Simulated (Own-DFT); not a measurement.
# What random displacements cost in a stack of InAs and GaAs layers, 64 atoms (As32Ga24In8)

These are calculations, not measurements. The program, named Own-DFT, is a retired in-house plane-wave density functional code that no person has reviewed. Each row is one single-point run on a periodic cell that was not relaxed, without spin or spin-orbit coupling.

Settings of every run: PBE; PseudoDojo norm-conserving scalar-relativistic files; cutoff 42 hartree; 3 x 3 x 3 k mesh centred on Gamma; Fermi-Dirac smearing of 0.1 eV.

Known limits: forces on such cells passed a denser k mesh, each cell not checked; stress not checked against mesh or cutoff.

Cell vectors in Å: (11.307, 0.000, 0.000); (0.000, 11.307, 0.000); (0.000, 0.000, 11.307). In each run every atom was moved at random and independently from its ideal site; u is the rms move along one axis. E is the free energy for each atom above the fitted value at u = 0, and F the rms of the force components.

```
run,u (Å),E (meV/atom),F (eV/Å),largest force (eV/Å),P (GPa)
1,0.0274,16.9,0.727,3.32,9.08
2,0.0301,12.6,0.735,3.44,8.99
3,0.0309,17.1,0.753,2.73,9.07
4,0.0575,70.2,1.144,6.15,9.81
5,0.0593,61.3,1.080,4.03,9.63
6,0.0594,?,?,?,?
7,0.1025,211.5,2.079,9.78,11.71
8,0.1041,184.7,1.746,5.87,11.09
9,0.1073,200.9,1.877,7.05,11.53
```

## Worked fit

For small independent moves the energy grows as E = (3/2) K u², with K the mean stiffness felt by one atom. The runs with u up to 0.11 Å give K = 12.3 ± 0.8 eV/Å², with residuals divided by u² + 0.0006 Å², since the noise grows with the moves. The scatter is 6.2 meV/atom at u = 0.05 Å. The forces follow F² = F0² + G² u², fitted to F/u, with G = 17.2 eV/Å² and F0 = 0.54 eV/Å. F0 is the force that atoms already bear on their ideal sites. G exceeds K because the moves of its neighbours add to the force on an atom, and stiffness differs between atoms. The pressure follows P = 8.87 + 235 u² GPa: at fixed volume, shortened bonds push harder than stretched ones pull.

## Withheld run

Question: what energy and rms force should run 6 give?

The fit gives 65 ± 9 meV/atom and about 1.16 eV/Å. The calculation gave 53.5 meV/atom and 1.039 eV/Å.
